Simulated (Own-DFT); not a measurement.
# What a change of functional does to the pressure

All numbers below are calculated, not measured. They come from Own-DFT, an in-house plane-wave density functional program, since retired, whose code no person has reviewed. Each row is one single-point run on a periodic cell that was not relaxed, without spin or spin-orbit coupling.

Known limits, some of them of some rows only: hafnium file: forces about 75 meV/angstrom off all-electron values; oxygen file: force components 24 meV/angstrom off all-electron in a glass; forces on such cells failed a check on a denser k mesh; forces on such cells moved up to 12 meV/angstrom on a denser k mesh; forces on such cells passed a denser k mesh, each cell not checked; stress not checked against mesh or cutoff.

Each cell was run twice at the same cutoff, k mesh and smearing, with PBE and with PBEsol, on PseudoDojo norm-conserving files made for PBE. Atoms were moved at random from their sites; u is the rms move along one axis. Files made for PBEsol would give a somewhat different change.

```
cell,atoms,volume (Å³/atom),u (Å),cutoff (hartree),P with PBE (GPa),P with PBEsol (GPa),change (GPa)
C40 NbSi2 (Nb12Si24),36,14.64,0.093,42,5.60,1.92,-3.68
C40 NbSi2 (Nb12Si24),36,14.64,0.093,42,5.05,1.39,-3.66
C40 NbSi2 (Nb12Si24),36,14.90,0.053,42,-0.28,-3.86,-3.58
C49 TiSi2 (Si40Ti20),60,14.61,0.048,42,-0.87,-4.08,-3.21
C49 TiSi2 (Si40Ti20),60,13.88,0.047,42,6.49,3.08,-3.41
C49 TiSi2 (Si40Ti20),60,14.32,0.050,42,2.44,?,?
monoclinic HfO2 (Hf32O64),96,11.52,0.078,72,9.35,2.86,-6.49
monoclinic HfO2 (Hf32O64),96,11.52,0.049,72,5.96,-0.51,-6.47
monoclinic HfO2 (Hf32O64),96,11.52,0.021,72,3.93,-2.53,-6.46
wurtzite AlGaN with randomly placed atoms (Al27Ga9N36),72,10.68,0.029,42,5.07,1.94,-3.13
wurtzite AlGaN with randomly placed atoms (Al27Ga9N36),72,11.22,0.051,42,-3.11,-6.05,-2.94
wurtzite AlGaN with randomly placed atoms (Al27Ga9N36),72,11.28,0.051,42,-3.76,-6.67,-2.91
```

## Worked reading

Mean change of pressure by composition, in GPa: HfO2, -6.47; NbSi2, -3.64; Si2Ti, -3.31; Al3GaN4, -2.99. At a fixed cell PBEsol gives the lower pressure, because it favours a smaller volume than PBE. Here the change varies more between materials than between cells of one material.

## Withheld value

Question: what PBEsol pressure should the Si40Ti20 cell with the blank give?

Adding the mean change of the cells with its composition, -3.31 GPa, to 2.44 gives -0.9 GPa. The calculation gave -0.84 GPa.
